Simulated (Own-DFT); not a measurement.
## Calculated data, Al₂₆Ga₉N₃₆ (wurtzite random alloy with one vacancy, atoms displaced)

A calculation, not a measurement: plane-wave density functional theory by an unreviewed code, no spin, of a simulated periodic cell, stress positive in tension, run twice, with PBE and with PBEsol, both on files made for PBE, so the change isn't that of files made for PBEsol, odd electron count, so a state with spin may lie lower; a neutral cation vacancy leaves holes that likely carry spin, which this run leaves out; forces on such cells passed a denser k mesh, this cell's mesh not checked; the far tail of each file's local potential was reset to the Coulomb form; each entry is a single point on an unrelaxed cell, so the pressure reflects the starting lattice, mostly measured values (interpolated for alloys), from which strain is counted, and rises with the displacements; printed positions are rounded, which can move forces by about a meV/angstrom; the program, named Own-DFT, is a retired in-house code; no spin-orbit coupling; stress was not checked against mesh or cutoff. Program: Own-DFT development build.

Settings shared by all entries: functional PBE, then PBEsol; potential files PseudoDojo norm-conserving, scalar-relativistic, standard set; wave cutoff 42 hartree; occupations Fermi-Dirac; smearing width 0.1 eV; k mesh 4 x 4 x 3 centred on Gamma.

(1) Al₂₆Ga₉N₃₆ (wurtzite random alloy with one vacancy, atoms displaced)

```
Al26Ga9N36
1.0
      9.3938     0.0000     0.0000
     -4.6969     8.1352     0.0000
      0.0000     0.0000    10.0655
Al N Al Ga N Al N Al N Al Ga N Al N Al Ga N Al N Ga Al N Ga N Al N Ga Al N Al N Ga Al N Ga Al N Al N Al Ga N Al N
2 2 1 1 2 2 2 2 2 1 1 2 2 2 1 1 2 2 2 1 1 2 1 2 2 2 1 1 2 2 2 1 1 2 1 1 2 2 2 1 1 2 2 2
Direct
  0.10813 0.22101 0.99638
  0.22334 0.11159 0.24916
  0.11733 0.23205 0.19034
  0.22859 0.11277 0.44208
  0.10773 0.21808 0.49132
  0.21876 0.10628 0.75279
  0.10637 0.22088 0.68274
  0.23368 0.11380 0.93865
  0.11428 0.55780 0.99732
  0.22268 0.43695 0.24438
  0.10932 0.55142 0.18925
  0.21297 0.44362 0.43580
  0.11401 0.55991 0.49363
  0.21885 0.45253 0.74420
  0.11871 0.55929 0.68762
  0.21511 0.43433 0.93609
  0.11552 0.89679 0.00599
  0.21140 0.76109 0.25561
  0.11164 0.87691 0.18383
  0.22136 0.77482 0.43472
  0.10888 0.89950 0.50630
  0.21912 0.77193 0.75253
  0.10736 0.89911 0.68873
  0.21390 0.77928 0.94773
  0.44387 0.21109 0.99677
  0.55435 0.10265 0.25015
  0.45621 0.22304 0.19464
  0.55528 0.11115 0.42902
  0.43921 0.22427 0.50821
  0.55227 0.11220 0.74247
  0.44199 0.21983 0.68542
  0.56658 0.12427 0.94645
  0.44428 0.53876 0.00226
  0.56079 0.44707 0.25844
  0.44587 0.55294 0.18560
  0.56349 0.45411 0.43510
  0.44231 0.54349 0.50803
  0.45297 0.55922 0.68223
  0.54874 0.43647 0.93618
  0.44721 0.89804 0.01078
  0.56733 0.76975 0.24100
  0.44974 0.89510 0.18621
  0.55069 0.76233 0.43753
  0.43561 0.88346 0.50506
  0.54251 0.76877 0.75000
  0.44593 0.88807 0.68341
  0.54954 0.76709 0.93755
  0.77784 0.21790 0.99882
  0.89430 0.10843 0.24299
  0.77927 0.21997 0.18883
  0.88971 0.11588 0.44726
  0.77850 0.21787 0.50503
  0.88576 0.10525 0.75200
  0.76958 0.22399 0.69792
  0.88691 0.11416 0.94277
  0.77379 0.54220 0.99570
  0.87842 0.43100 0.25110
  0.78000 0.55954 0.18305
  0.89156 0.44897 0.43849
  0.77857 0.54810 0.50068
  0.88413 0.44275 0.75463
  0.78368 0.55642 0.69266
  0.89299 0.45485 0.93657
  0.78186 0.88574 0.99280
  0.88708 0.77913 0.24927
  0.78095 0.89151 0.19631
  0.88649 0.78293 0.44845
  0.78026 0.88801 0.50473
  0.89403 0.78302 0.75116
  0.78159 0.88718 0.69136
  0.89260 0.77672 0.93847
```

* PBE pressure: 6.7 GPa
* PBE stress xx: -5.37 GPa
* PBE stress yy: -5.79 GPa
* PBE stress zz: -8.94 GPa
* PBE stress yz: -1.82 GPa
* PBE stress xz: 0.05 GPa
* PBE stress xy: 1.14 GPa
* PBEsol pressure: 3.57 GPa
* PBEsol stress xx: -2.28 GPa
* PBEsol stress yy: -2.74 GPa
* PBEsol stress zz: -5.67 GPa
* PBEsol stress yz: -1.79 GPa
* PBEsol stress xz: 0.03 GPa
* PBEsol stress xy: 1.1 GPa
* rms change of force components from PBE to PBEsol: 0.077 eV/Å

Force:
```tsv
force element	PBE force x (eV/Å)	PBE force y (eV/Å)	PBE force z (eV/Å)	PBEsol force x (eV/Å)	PBEsol force y (eV/Å)	PBEsol force z (eV/Å)
Al	0.862	-0.026	-0.013	0.882	-0.051	-0.009
Al	1.188	-0.372	-0.116	1.182	-0.389	-0.112
N	0.535	-3.292	-0.942	0.53	-3.291	-0.951
N	-1.291	0.058	-1.165	-1.284	0.063	-1.162
Al	0.169	1.042	1.286	0.203	1.045	1.274
Ga	-0.054	3.076	-0.458	-0.036	3	-0.46
N	-0.487	0.658	0.658	-0.363	0.578	0.701
N	-2.125	-0.671	1.816	-2.143	-0.668	1.614
Al	-0.207	-0.326	0.625	-0.197	-0.315	0.625
Al	-0.702	2.902	1.131	-0.684	2.932	1.128
N	0.088	-2.26	-0.732	0.072	-2.063	-0.642
N	1.021	-0.924	-0.342	1.135	-0.861	-0.294
Al	-0.306	-0.668	0.625	-0.3	-0.665	0.637
Al	2.909	-2.288	0.572	2.941	-2.285	0.562
N	-2.081	0.334	-0.58	-2.101	0.327	-0.593
N	-0.713	0.998	-0.288	-0.588	1.065	-0.237
Al	-0.451	-1.17	-1.551	-0.469	-1.165	-1.576
Ga	1.07	1.703	-1.875	1.03	1.672	-1.825
N	-1.171	2.597	1.625	-1.142	2.409	1.76
N	-1.848	0.561	2.765	-1.704	0.661	2.6
Al	0.747	-1.388	-1.258	0.771	-1.383	-1.278
Al	-0.57	1.4	0.41	-0.582	1.424	0.404
N	1.869	-3.065	-0.153	1.874	-2.83	-0.058
N	1.899	0.422	-1.551	1.886	0.429	-1.523
Al	-0.174	2.263	0.712	-0.176	2.275	0.728
Ga	0.529	1.035	-0.708	0.509	1.01	-0.681
N	-2.734	0.817	-1.167	-2.547	0.711	-1.103
N	-0.645	0.256	3.996	-0.527	0.191	3.864
Al	1.589	0.821	-1.956	1.582	0.833	-1.978
Al	-0.313	0.368	1.539	-0.33	0.339	1.546
N	0.353	-1.151	0.884	0.195	-1.18	0.991
N	-0.099	-2.593	-1.766	-0.08	-2.59	-1.77
Ga	-1.635	1.206	-1.784	-1.571	1.181	-1.738
Al	0.118	-0.504	-2.518	0.11	-0.491	-2.55
N	0.306	-0.611	1.947	0.306	-0.633	1.739
N	0.879	-1.991	1.223	0.704	-1.899	1.307
Ga	-0.661	0.312	-2.435	-0.634	0.343	-2.361
N	-2.32	-0.216	3.316	-2.267	-0.271	3.059
N	1.608	-1.47	0.578	1.563	-1.286	0.66
Al	0.311	-1.108	-2.698	0.299	-1.103	-2.737
Al	-2.863	0.503	1.476	-2.873	0.496	1.469
N	0.875	-3.207	1.106	0.773	-3.054	1.276
N	0.341	2.13	-0.581	0.232	2.005	-0.477
Ga	1.482	0.336	-3.142	1.447	0.316	-3.071
Al	2.222	0.583	0.25	2.219	0.593	0.224
N	-0.945	-0.017	3.337	-0.953	-0.024	3.083
N	-0.298	1.779	0.609	-0.303	1.624	0.68
Al	-0.114	1.857	0.481	-0.117	1.882	0.481
Al	-1.23	1.13	1.399	-1.223	1.133	1.411
N	1.219	-0.178	-0.552	1.069	-0.289	-0.502
N	1.266	-2.061	-2.178	1.065	-1.958	-2.107
Ga	-1.414	0.882	-0.122	-1.368	0.854	-0.131
Al	-0.204	0.831	-0.755	-0.211	0.835	-0.76
N	1.719	-0.465	0.01	1.741	-0.47	-0.143
N	1.162	-1.172	-0.346	1.156	-1.169	-0.342
Ga	-1.869	1.759	-0.467	-1.826	1.736	-0.451
Al	0.557	1.68	-0.521	0.542	1.693	-0.52
N	-0.103	-1.65	2.017	-0.093	-1.478	1.884
N	0.205	-0.246	-0.171	0.226	-0.395	-0.127
Al	-0.964	1.326	1.137	-0.968	1.336	1.147
Al	0.023	0.181	-0.731	0.041	0.197	-0.76
N	0.887	1.193	-1.03	0.838	1.182	-1.002
N	2.829	-2.499	0.207	2.624	-2.4	0.307
Al	-0.951	-0.51	0.227	-0.951	-0.518	0.248
Ga	1.424	-0.499	0.776	1.394	-0.498	0.74
N	-0.058	0.609	-2.262	0.121	0.512	-2.208
N	1.582	-0.845	-0.595	1.579	-0.869	-0.733
Al	-1.685	0.039	-0.195	-1.718	0.053	-0.203
Al	-1.043	-1.647	0.166	-1.032	-1.663	0.161
N	-1.406	0.227	0.544	-1.405	0.216	0.55
N	-0.107	1.218	0.258	-0.076	1.054	0.315
```

(2) Al₂₆Ga₉N₃₆ (wurtzite random alloy with one vacancy, atoms displaced)

```
Al26Ga9N36
1.0
      9.3938     0.0000     0.0000
     -4.6969     8.1352     0.0000
      0.0000     0.0000    10.0655
Al N Ga N Ga Al N Al N Ga Al N Al N Ga Al N Al Ga N Al N Al Ga N Al N Al N Al N Ga Al N Al N Al N Ga Al N Al N
2 2 2 2 1 1 2 2 2 1 1 2 2 2 1 1 2 1 1 2 1 2 1 1 2 2 2 2 2 2 2 1 1 2 2 2 2 2 1 1 2 2 2
Direct
  0.11124 0.22712 0.99531
  0.22285 0.10709 0.24801
  0.10816 0.21464 0.19294
  0.22478 0.11458 0.44234
  0.11012 0.20388 0.49884
  0.22347 0.10699 0.75431
  0.12587 0.22648 0.68142
  0.22684 0.12034 0.93965
  0.10922 0.54751 0.98987
  0.23085 0.45848 0.24691
  0.10355 0.54605 0.17954
  0.22841 0.45292 0.43824
  0.11367 0.55830 0.50837
  0.23290 0.45223 0.74749
  0.10998 0.55914 0.68200
  0.21526 0.43586 0.93641
  0.10948 0.87977 0.00783
  0.23850 0.78870 0.24260
  0.10534 0.89531 0.18753
  0.22355 0.77719 0.44452
  0.10408 0.89054 0.49879
  0.22260 0.77332 0.75259
  0.11274 0.89745 0.68887
  0.20992 0.77263 0.94413
  0.44930 0.22763 0.99453
  0.55339 0.11136 0.25102
  0.44825 0.22065 0.18910
  0.54839 0.10473 0.43960
  0.43842 0.22464 0.50005
  0.54986 0.10601 0.75196
  0.44538 0.22484 0.69581
  0.55064 0.10451 0.94817
  0.56601 0.45597 0.24530
  0.44665 0.55525 0.18983
  0.54765 0.44298 0.44251
  0.44090 0.55738 0.51041
  0.54918 0.43818 0.75061
  0.44681 0.55138 0.68785
  0.55276 0.44331 0.94684
  0.44858 0.88711 0.00495
  0.55806 0.78101 0.24798
  0.44686 0.89259 0.19574
  0.57280 0.79150 0.44288
  0.44352 0.89218 0.50429
  0.55650 0.78447 0.74484
  0.44209 0.88959 0.69460
  0.55812 0.78089 0.93732
  0.77886 0.21481 0.99172
  0.88403 0.11404 0.24168
  0.78722 0.22328 0.19582
  0.87948 0.11531 0.43768
  0.78812 0.22326 0.50158
  0.88526 0.10936 0.75164
  0.77716 0.22232 0.68670
  0.90802 0.11598 0.94387
  0.77405 0.55425 0.99975
  0.88613 0.44221 0.24524
  0.77143 0.55331 0.19540
  0.88587 0.44027 0.43873
  0.77272 0.56139 0.51345
  0.88203 0.44063 0.74423
  0.77313 0.55321 0.69134
  0.88812 0.45440 0.93783
  0.78179 0.88717 0.00438
  0.89868 0.78205 0.23858
  0.78524 0.89565 0.18356
  0.89175 0.77157 0.42975
  0.76780 0.88825 0.49739
  0.87078 0.76412 0.74876
  0.77408 0.89656 0.69573
  0.88460 0.77565 0.93833
```

* PBE pressure: 7.17 GPa
* PBE stress xx: -8.17 GPa
* PBE stress yy: -7.1 GPa
* PBE stress zz: -6.22 GPa
* PBE stress yz: -0.82 GPa
* PBE stress xz: 0.3 GPa
* PBE stress xy: -0.17 GPa
* PBEsol pressure: 4.02 GPa
* PBEsol stress xx: -5.09 GPa
* PBEsol stress yy: -3.99 GPa
* PBEsol stress zz: -2.99 GPa
* PBEsol stress yz: -0.78 GPa
* PBEsol stress xz: 0.27 GPa
* PBEsol stress xy: -0.26 GPa
* rms change of force components from PBE to PBEsol: 0.075 eV/Å

Force:
```tsv
force element	PBE force x (eV/Å)	PBE force y (eV/Å)	PBE force z (eV/Å)	PBEsol force x (eV/Å)	PBEsol force y (eV/Å)	PBEsol force z (eV/Å)
Al	3.193	0.241	2.513	3.195	0.242	2.538
Al	-0.384	1.999	0.021	-0.374	2	0.022
N	0.099	1.266	-0.42	0.092	1.257	-0.415
N	2.131	-2.454	-1.953	1.907	-2.343	-1.87
Ga	-3.306	2.692	-0.736	-3.208	2.643	-0.696
Ga	-0.671	0.734	0.091	-0.648	0.725	0.085
N	-2.385	0.464	2.242	-2.232	0.355	2.1
N	-0.52	-1.31	1.055	-0.358	-1.353	0.959
Ga	0.391	0.384	1.068	0.371	0.373	1.066
Al	-0.39	-2.228	-0.292	-0.385	-2.235	-0.301
N	0.212	1.868	1.773	0.199	1.866	1.583
N	-0.339	0.085	0.212	-0.345	-0.044	0.248
Al	-0.506	-0.495	-3.779	-0.51	-0.518	-3.794
Al	-0.703	-1.257	0.42	-0.721	-1.249	0.417
N	0.325	-0.588	3.304	0.321	-0.593	3.319
N	-0.126	0.394	-1.799	-0.259	0.523	-1.713
Ga	-1.671	1.981	-2.361	-1.635	1.925	-2.301
Al	-2.888	-2.554	1.645	-2.918	-2.561	1.619
N	3.003	-0.451	1.776	3.022	-0.451	1.55
N	-0.304	0.532	-1.004	-0.315	0.531	-1.002
Al	1.421	-0.497	0.185	1.416	-0.475	0.182
Al	-1.566	0.851	-0.147	-1.573	0.859	-0.136
N	-0.223	-3.423	-0.429	-0.217	-3.21	-0.341
N	3.275	0.674	-1.452	3.084	0.604	-1.307
Ga	-1.115	-0.584	1.687	-1.094	-0.566	1.641
Al	0.911	0.975	0.424	0.939	0.974	0.404
N	-0.518	0.335	1.024	-0.525	0.351	0.858
N	-0.576	0.903	0.367	-0.462	0.973	0.405
Al	1.655	-0.155	0.057	1.659	-0.149	0.084
Ga	0.334	1.058	0.228	0.309	1.034	0.22
N	0.596	-1.211	-1.897	0.581	-1.184	-1.713
N	1.837	-0.036	-0.75	1.652	0.07	-0.846
Al	-2.097	-2.269	0.895	-2.116	-2.28	0.9
N	-0.006	1.174	1.233	0.003	1.169	1.183
N	0.52	0.895	0.118	0.513	0.899	0.109
Al	0.624	0.082	-2.983	0.632	0.096	-2.996
Ga	-0.24	1.047	1.855	-0.239	1.008	1.821
N	-1.137	2.231	0.762	-0.946	2.126	0.837
N	1.283	1.305	-1.13	1.22	1.099	-1.199
Al	-0.648	-1.319	-0.281	-0.665	-1.327	-0.272
Al	0.933	-0.415	-0.057	0.934	-0.418	-0.066
N	1.357	0.226	-1.303	1.375	0.257	-1.29
N	-4.404	-3.01	-1.02	-4.44	-3.019	-1.03
Al	0.144	-0.259	-0.713	0.167	-0.267	-0.698
Al	0.148	-1.479	1.535	0.159	-1.482	1.528
N	-0.065	-1.501	-0.864	-0.075	-1.293	-0.799
N	-0.682	1.228	-0.566	-0.513	1.257	-0.499
Al	-0.103	1.173	1.445	-0.098	1.178	1.439
Al	2.704	-0.483	1.518	2.716	-0.498	1.517
N	-3.148	0.159	-2.325	-3.161	0.167	-2.317
N	3.869	-2.965	-1.31	3.769	-2.763	-1.184
Ga	-3.383	0.952	-0.543	-3.3	0.93	-0.53
Al	1.458	1.355	-0.112	1.466	1.357	-0.114
N	0.515	-0.031	2.445	0.383	-0.122	2.278
N	-3.799	-0.608	-2.069	-3.792	-0.783	-2.006
Al	-0.845	0.535	0.772	-0.834	0.539	0.788
Al	0.244	0.483	1.089	0.23	0.487	1.07
N	2.48	1.412	-1.833	2.497	1.422	-1.822
N	-0.273	2.102	0.443	-0.272	1.921	0.509
Al	0.803	-1.169	-3.909	0.788	-1.182	-3.911
Al	0.782	0.578	0.597	0.78	0.581	0.594
N	0.614	0.019	0.415	0.467	-0.095	0.497
N	-0.694	-2.663	-1.2	-0.518	-2.567	-1.137
Ga	-0.938	-0.381	-1.839	-0.911	-0.373	-1.788
Al	-2.354	-1.404	1.723	-2.37	-1.416	1.689
N	-0.606	-0.859	2.979	-0.588	-0.858	2.754
N	-1.424	0.914	1.366	-1.43	0.898	1.336
Al	4.211	2.267	0.892	4.267	2.285	0.927
Al	1.107	2.876	0.823	1.09	2.891	0.816
N	1.032	-1.288	-1.421	1.037	-1.286	-1.426
N	0.826	-1.098	-0.502	0.808	-0.914	-0.371
```
